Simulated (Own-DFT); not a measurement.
## Calculated data, Al32O47 (corundum with one vacancy, atoms displaced), Al31GaO48 (corundum with substituted atoms, atoms displaced)

Computed with Own-DFT development build. A calculation, not a measurement: plane-wave PBE density functional theory by an unreviewed code, no spin, of a simulated periodic cell, stress positive in tension, free energy of the whole cell less one offset for each atom, defect cell not probed for a lower state with spin; oxygen file: force components 24 meV/angstrom off all-electron in one glass; forces on such cells passed a denser k mesh, this cell's mesh not checked; offsets are fitted by least squares, one for each functional and potential file, so energies compare only between cells with the same atoms and settings and are not formation energies; the far tail of each file's local potential was reset to the Coulomb form; each entry is a single point on an unrelaxed cell, so the pressure reflects the starting lattice, mostly measured values, from which strain is counted, and rises with the displacements; printed positions are rounded, which can move forces by about a meV/angstrom; the program is a retired in-house code; no spin-orbit coupling; before rounding, a Quantum ESPRESSO 7.3.1 run of the same cell and cutoff gave forces within 1 meV/angstrom rms on each cell, which checks the program and not the settings.

Common to all runs: functional PBE; potential files PseudoDojo norm-conserving, scalar-relativistic, standard set; wave cutoff 72 hartree; occupations Fermi-Dirac; smearing width 0.1 eV; k mesh 3 x 3 x 3 centred on Gamma.

(1) 
```cif
# cell vector a (Å): 5.4940 0.0000 8.6604
# cell vector b (Å): -2.7470 4.7579 8.6604
# cell vector c (Å): -2.7470 -4.7579 8.6604
data_Al32O47
_symmetry_space_group_name_H-M 'P 1'
_symmetry_Int_Tables_number 1
_cell_length_a 10.2561
_cell_length_b 10.2560
_cell_length_c 10.2560
_cell_angle_alpha 55.280
_cell_angle_beta 55.280
_cell_angle_gamma 55.280
_cell_volume 679.15
loop_
_atom_site_label
_atom_site_type_symbol
_atom_site_fract_x
_atom_site_fract_y
_atom_site_fract_z
_atom_site_occupancy
Al1 Al 0.17536 0.18097 0.17441 1
Al2 Al 0.31857 0.33169 0.31805 1
Al3 Al 0.42663 0.42751 0.42485 1
Al4 Al 0.07094 0.08019 0.07483 1
O1 O 0.28333 0.47526 0.12241 1
O2 O 0.47565 0.12236 0.27720 1
O3 O 0.12788 0.27856 0.47230 1
O4 O 0.21600 0.03558 0.37760 1
O5 O 0.02805 0.38182 0.21906 1
O6 O 0.38115 0.22261 0.02586 1
Al5 Al 0.17821 0.17908 0.67009 1
Al6 Al 0.32349 0.32534 0.81938 1
Al7 Al 0.42544 0.41784 0.92870 1
Al8 Al 0.07564 0.06880 0.57083 1
O7 O 0.27903 0.47561 0.62265 1
O8 O 0.47508 0.11962 0.77476 1
O9 O 0.12536 0.28050 0.96784 1
O10 O 0.22358 0.03678 0.87179 1
O11 O 0.02158 0.37719 0.72236 1
O12 O 0.37826 0.21774 0.52950 1
Al9 Al 0.17485 0.67166 0.17923 1
Al10 Al 0.32441 0.82861 0.32097 1
Al11 Al 0.42629 0.92934 0.42466 1
Al12 Al 0.07819 0.57289 0.07097 1
O13 O 0.27598 0.97113 0.13091 1
O14 O 0.46908 0.62768 0.27719 1
O15 O 0.12045 0.78025 0.46873 1
O16 O 0.22127 0.52607 0.37462 1
O17 O 0.01952 0.87916 0.22272 1
O18 O 0.37656 0.72272 0.01999 1
Al13 Al 0.17549 0.67675 0.67990 1
Al14 Al 0.32415 0.82389 0.82736 1
Al15 Al 0.42266 0.93160 0.92814 1
Al16 Al 0.07314 0.57392 0.56825 1
O19 O 0.27331 0.97126 0.62644 1
O20 O 0.47392 0.62222 0.77935 1
O21 O 0.12853 0.77514 0.97750 1
O22 O 0.21917 0.52696 0.87607 1
O23 O 0.02778 0.87586 0.71789 1
O24 O 0.37213 0.72307 0.52888 1
Al17 Al 0.68031 0.17251 0.17916 1
Al18 Al 0.81713 0.32687 0.33309 1
Al19 Al 0.92401 0.42708 0.42334 1
Al20 Al 0.57467 0.07121 0.08018 1
O25 O 0.78659 0.46796 0.11774 1
O26 O 0.96256 0.12434 0.28149 1
O27 O 0.62947 0.27007 0.47395 1
O28 O 0.72277 0.02426 0.38255 1
O29 O 0.52867 0.37122 0.22023 1
O30 O 0.87200 0.21573 0.03014 1
Al21 Al 0.67595 0.17472 0.67986 1
Al22 Al 0.82151 0.31942 0.82881 1
Al23 Al 0.92790 0.43037 0.92395 1
Al24 Al 0.57970 0.07213 0.57466 1
O31 O 0.77770 0.46976 0.62637 1
O32 O 0.62121 0.28021 0.97088 1
O33 O 0.73079 0.02476 0.86992 1
O34 O 0.53004 0.36980 0.73017 1
O35 O 0.87946 0.21668 0.52684 1
Al25 Al 0.67988 0.67172 0.17755 1
Al26 Al 0.82295 0.82142 0.32382 1
Al27 Al 0.92719 0.92389 0.42859 1
Al28 Al 0.57726 0.57006 0.07463 1
O36 O 0.77900 0.97416 0.12309 1
O37 O 0.97460 0.62071 0.27735 1
O38 O 0.62581 0.77689 0.47432 1
O39 O 0.72639 0.52708 0.37041 1
O40 O 0.52373 0.87455 0.22414 1
O41 O 0.87420 0.72428 0.02511 1
Al29 Al 0.67404 0.67483 0.67386 1
Al30 Al 0.82297 0.82032 0.82635 1
Al31 Al 0.92938 0.92520 0.92253 1
Al32 Al 0.57019 0.57348 0.57501 1
O42 O 0.78040 0.97688 0.62021 1
O43 O 0.97524 0.62368 0.77892 1
O44 O 0.62813 0.77932 0.97184 1
O45 O 0.71993 0.52372 0.88148 1
O46 O 0.52631 0.86677 0.73224 1
O47 O 0.87717 0.71782 0.52454 1
_calc_free_energy_of_cell_above_offsets '-56.430'  # eV
_calc_pressure 7.35  # GPa
_calc_stress_xx -7.4  # GPa
_calc_stress_yy -8.05  # GPa
_calc_stress_zz -6.59  # GPa
_calc_stress_yz 0.27  # GPa
_calc_stress_xz -0.16  # GPa
_calc_stress_xy -0.64  # GPa
```

Force:
```csv
element,x (eV/Å),y (eV/Å),z (eV/Å)
Al,-0.204,-0.245,-0.155
Al,1.225,-1.436,0.678
Al,0.3,-0.603,-0.626
Al,-0.03,-0.609,-1.13
O,-0.077,0.039,-1.241
O,-0.596,0.08,0.105
O,-0.522,0.344,-0.781
O,1.564,0.571,-0.974
O,0.519,-0.84,-0.717
O,-1.003,-0.775,-1.266
Al,-0.536,-0.623,-0.121
Al,0.385,-0.304,-0.067
Al,0.038,1.045,1.425
Al,-1.162,-0.472,1.556
O,0.287,-0.116,-0.241
O,-0.908,0.559,1.524
O,0.124,-0.583,0.534
O,-0.281,-0.454,-0.371
O,0.622,0.107,0.587
O,-0.096,0.608,0.192
Al,-0.244,1.451,0.726
Al,-0.557,-1.031,-0.259
Al,-0.26,-0.609,0.21
Al,-0.756,0.464,0.456
O,-0.061,1.092,-0.22
O,0.722,-0.344,-0.017
O,1.067,-0.453,0.918
O,0.228,0.014,0.341
O,1.161,-0.185,0.114
O,-0.678,-1.429,1.26
Al,0.024,0.489,-1.017
Al,0.281,0.274,-0.095
Al,0.753,-0.824,-1
Al,-0.459,-0.405,0.636
O,0.375,-0.25,0.433
O,-0.275,0.042,-0.827
O,-0.447,0.581,-1.186
O,0.464,-0.186,0.284
O,0.311,-0.612,-0.015
O,0.312,0.121,0.058
Al,-0.45,-0.289,-0.331
Al,1.779,0.083,-1.462
Al,0.396,-0.968,1.201
Al,0.981,0.814,-0.032
O,-1.734,-1.013,1.161
O,0.581,1.23,1.335
O,-1.256,1.2,0.491
O,0.017,0.6,-1.062
O,-0.525,0.142,0.967
O,0.573,0.574,1.01
Al,0.623,-0.327,-0.075
Al,0.794,-0.077,-0.203
Al,0.233,0.174,-1.46
Al,-0.428,-0.64,-0.974
O,0.172,0.433,-0.612
O,0.35,-0.757,0.23
O,-1.346,-0.339,0.116
O,0.26,1.084,-1.128
O,-0.763,0.737,0.197
Al,-0.231,1.293,-0.584
Al,0.31,0.34,0.829
Al,-0.35,0.551,-0.946
Al,-0.434,0.68,-0.538
O,-0.1,-0.692,-0.475
O,-0.453,0.249,0.071
O,-0.21,0.409,-0.89
O,-1.06,-0.586,0.176
O,0.391,-0.021,0.412
O,0.473,-0.66,0.563
Al,-0.091,-0.904,0.784
Al,0.188,0.943,0.192
Al,-0.157,0.991,0.888
Al,-0.057,-0.383,0.843
O,0.037,-1.374,0.098
O,-0.072,0.399,-0.202
O,-0.751,-0.468,-0.501
O,0.547,0.855,-0.242
O,0.654,1.541,0.292
O,-0.499,-0.318,0.147
```

(2) 
```cif
# cell vector a (Å): 5.4940 0.0000 8.6604
# cell vector b (Å): -2.7470 4.7579 8.6604
# cell vector c (Å): -2.7470 -4.7579 8.6604
data_Al31GaO48
_symmetry_space_group_name_H-M 'P 1'
_symmetry_Int_Tables_number 1
_cell_length_a 10.2561
_cell_length_b 10.2560
_cell_length_c 10.2560
_cell_angle_alpha 55.280
_cell_angle_beta 55.280
_cell_angle_gamma 55.280
_cell_volume 679.15
loop_
_atom_site_label
_atom_site_type_symbol
_atom_site_fract_x
_atom_site_fract_y
_atom_site_fract_z
_atom_site_occupancy
Al1 Al 0.17552 0.17637 0.17292 1
Al2 Al 0.32541 0.32232 0.32341 1
Al3 Al 0.42629 0.43195 0.42340 1
Al4 Al 0.07615 0.07381 0.07695 1
O1 O 0.27708 0.47562 0.12059 1
O2 O 0.47948 0.12634 0.27536 1
O3 O 0.12504 0.27643 0.47055 1
O4 O 0.22531 0.02871 0.37172 1
O5 O 0.02985 0.37875 0.21841 1
O6 O 0.37450 0.22165 0.02360 1
Al5 Al 0.17691 0.16931 0.68153 1
Al6 Al 0.31951 0.32685 0.82465 1
Al7 Al 0.42759 0.41598 0.93524 1
Al8 Al 0.07768 0.07283 0.57227 1
O7 O 0.28309 0.46520 0.62424 1
O8 O 0.46968 0.12320 0.77691 1
O9 O 0.12132 0.27801 0.97657 1
O10 O 0.22007 0.02823 0.88298 1
O11 O 0.02489 0.37300 0.72709 1
O12 O 0.37626 0.22151 0.52738 1
Al9 Al 0.17520 0.67594 0.17610 1
Al10 Al 0.32118 0.82643 0.32871 1
Al11 Al 0.42903 0.92497 0.42129 1
Al12 Al 0.07292 0.56965 0.07350 1
O13 O 0.28241 0.97304 0.11751 1
O14 O 0.47047 0.62595 0.28114 1
O15 O 0.12344 0.78450 0.46638 1
O16 O 0.22563 0.52236 0.38110 1
O17 O 0.02632 0.87774 0.22030 1
O18 O 0.37223 0.72402 0.02951 1
Al13 Al 0.17121 0.67973 0.67622 1
Al14 Al 0.32330 0.82229 0.82741 1
Al15 Al 0.42757 0.92678 0.92367 1
Al16 Al 0.07487 0.57467 0.57194 1
O19 O 0.27109 0.97200 0.62807 1
O20 O 0.47354 0.62285 0.77622 1
O21 O 0.13303 0.77474 0.96842 1
O22 O 0.22264 0.52513 0.87545 1
O23 O 0.02946 0.87621 0.72175 1
O24 O 0.37532 0.71996 0.53242 1
Al17 Al 0.67665 0.17096 0.17931 1
Al18 Al 0.82626 0.31878 0.32689 1
Al19 Al 0.92505 0.42447 0.42720 1
Al20 Al 0.57222 0.07611 0.07094 1
O25 O 0.77618 0.47104 0.12254 1
O26 O 0.96956 0.12876 0.28225 1
O27 O 0.62919 0.27049 0.47529 1
O28 O 0.71891 0.02688 0.37440 1
O29 O 0.52914 0.37772 0.21971 1
O30 O 0.87220 0.21711 0.03352 1
Al21 Al 0.68019 0.17633 0.67083 1
Al22 Al 0.82651 0.32510 0.81631 1
Al23 Al 0.92314 0.42330 0.93336 1
Al24 Al 0.57198 0.08023 0.57486 1
O31 O 0.78446 0.46409 0.62694 1
O32 O 0.97674 0.12109 0.78260 1
O33 O 0.62858 0.28078 0.96745 1
O34 O 0.72268 0.02267 0.88271 1
O35 O 0.52512 0.37926 0.72263 1
O36 O 0.87564 0.22433 0.52604 1
Al25 Al 0.67209 0.66737 0.18620 1
Al26 Al 0.82177 0.82774 0.32304 1
Al27 Al 0.93096 0.92301 0.42239 1
Ga1 Ga 0.57713 0.57483 0.06811 1
O37 O 0.77468 0.97144 0.13088 1
O38 O 0.97708 0.62449 0.27389 1
O39 O 0.62501 0.78326 0.46367 1
O40 O 0.72329 0.52784 0.37273 1
O41 O 0.52718 0.88348 0.21609 1
O42 O 0.87297 0.72586 0.02675 1
Al28 Al 0.67964 0.67103 0.67380 1
Al29 Al 0.81918 0.82491 0.82983 1
Al30 Al 0.93020 0.92405 0.92353 1
Al31 Al 0.57738 0.57079 0.57222 1
O43 O 0.78089 0.96745 0.62520 1
O44 O 0.97565 0.61618 0.78153 1
O45 O 0.61966 0.77255 0.98105 1
O46 O 0.71413 0.53319 0.88206 1
O47 O 0.53236 0.87215 0.72308 1
O48 O 0.86796 0.72260 0.53439 1
_calc_free_energy_of_cell_above_offsets '-56.258'  # eV
_calc_pressure 9.02  # GPa
_calc_stress_xx -9.19  # GPa
_calc_stress_yy -9.25  # GPa
_calc_stress_zz -8.63  # GPa
_calc_stress_yz 0.15  # GPa
_calc_stress_xz 0.03  # GPa
_calc_stress_xy 0.09  # GPa
```

Force:
```csv
element,x (eV/Å),y (eV/Å),z (eV/Å)
Al,0.056,-0.049,0.447
Al,-0.129,0.062,0.496
Al,0.56,-0.733,-0.807
Al,-0.332,0.365,-0.85
O,0.187,-1.259,0.452
O,-1.032,-0.167,-1.119
O,0.032,0.057,0.174
O,-0.346,0.029,-0.102
O,-0.124,-1.158,-0.781
O,0.029,-0.416,0.587
Al,-0.042,0.538,0.585
Al,0.582,0.023,-0.034
Al,-0.065,2.052,-0.051
Al,-0.202,0.073,0.241
O,-0.933,0.615,0.364
O,-0.045,0.436,1.122
O,0.211,0.128,0.104
O,0.719,0.808,-0.975
O,0.295,0.356,-0.076
O,-0.241,-0.251,-0.333
Al,0.283,-0.008,0.022
Al,0.969,0.773,-0.512
Al,-0.425,0.069,0.749
Al,0.047,1.086,0.884
O,-1.224,-1.078,1.006
O,-0.868,-0.372,1.18
O,0.351,-1.152,0.266
O,-0.452,1.285,-0.805
O,0.079,-0.641,0.263
O,-1.06,0.397,-0.636
Al,0.549,-0.876,0.247
Al,1.009,0.195,0.133
Al,0.182,-0.403,-0.481
Al,-0.39,-1.133,-0.176
O,1.107,0.066,0.437
O,0.217,0.046,0.301
O,-1.303,-0.038,-0.692
O,-0.352,0.336,-0.232
O,-0.144,0.052,-0.511
O,-0.117,0.734,-0.591
Al,0.054,0.954,0.275
Al,-0.388,1.008,-0.17
Al,0.857,0.639,0.478
Al,0.38,-0.299,0.821
O,0.372,-1.729,2.414
O,1.158,-0.576,-0.728
O,-0.343,1.103,0.261
O,-0.031,-0.6,1.267
O,-0.298,-1.902,-0.734
O,0.43,0.477,0.681
Al,-0.93,-0.956,0.3
Al,-0.229,-1.898,1.344
Al,0.572,0.412,-1.16
Al,0.719,-0.758,-1.287
O,-0.565,1.611,-0.614
O,-0.322,0.367,-0.706
O,-0.121,-0.569,-0.48
O,0.299,1.693,-0.854
O,1.179,-0.597,-0.717
O,0.174,-0.418,0.137
Al,0.054,2.175,-0.125
Al,0.322,-0.197,-0.119
Al,-1.561,0.222,-0.349
Ga,-2.368,-1.011,-0.439
O,1.037,0.808,-0.783
O,-0.888,-0.433,0.1
O,0.356,-1.453,-0.013
O,-0.031,-0.888,0.437
O,0.037,-1.535,-0.722
O,0.267,-0.894,-0.178
Al,-1.596,-0.184,0.437
Al,0.246,-0.417,-0.665
Al,-0.551,-0.69,0.726
Al,-1.186,-0.201,0.418
O,-0.168,0.005,0.602
O,-0.441,1.199,0.691
O,0.457,2.045,1.789
O,4.288,1.894,-2.482
O,-0.409,0.274,-0.4
O,1.531,0.472,0.245
```
